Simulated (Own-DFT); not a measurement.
# A layer strained by its substrate: wurtzite AlGaN with randomly placed atoms, 72 atoms (Al27Ga9N36)

Everything here is calculated. The program is Own-DFT (plane waves, in-house, since retired, never reviewed by a person); positions were held fixed, and spin and spin-orbit coupling were off.

Settings: PBE; PseudoDojo norm-conserving scalar-relativistic files (stringent for Ga); cutoff 96 hartree; 4 x 4 x 3 k mesh centred on Gamma; Gaussian smearing of 0.01 eV.

Known weak points: forces on such cells passed a denser k mesh, each cell not checked; stress not checked against mesh or cutoff.

Unstrained cell vectors in Å: (9.394, 0.000, 0.000); (-4.697, 8.135, 0.000); (0.000, 0.000, 10.066). The unstrained cell has measured lattice constants (interpolated for alloys), not those of this functional. That, the random moves and any unrelaxed bonds set the pressure at no strain. Each run strains x and y alike by e, as a substrate would, and holds the height along z. Each coordinate of each atom was shifted by a normal deviate of width 0.05 Å. The random placing of the alloy's atoms differs from row to row. Stress is positive in tension.

```
e (%)  u (Å)  (s_xx + s_yy)/2 (GPa)  s_zz (GPa)
-3.00  0.046                 -25.84      -11.82
-2.75  0.052                 -23.33      -13.48
-2.50  0.055                 -24.19       -9.78
 0.25  0.047                      ?           ?
 1.25  0.053                   0.39       -4.30
 1.75  0.051                   2.78       -3.69
 2.00  0.045                   4.46       -4.71
 2.25  0.046                   5.35       -3.03
 2.50  0.049                   6.66       -3.95
 2.75  0.050                   8.29       -5.57
```

## What the rows give

With e as a fraction, the in-plane stress is -7.2 + 593 e - 1116 e² GPa (errors 13 and 1318, scatter 0.77), and s_zz is -7.4 + 150 e GPa (slope ± 21, scatter 1.46). At e = 0 the first slope is C11 + C12 and the second 2 C13, both with the ions held to the strained lattice and at the cell's own pressure. A free layer would change its height as e changes, and the in-plane slope would drop by 2 C13²/C33 to the biaxial modulus. At fixed height, a misfit of 1 % moves the in-plane stress by about 5.9 GPa and s_zz by 1.5 GPa.

## Withheld run

Q: what are the two stresses at e = 0.25 %?

The fit gives -5.7 and -7.0 GPa. Computed: -4.20 and -7.31 GPa.
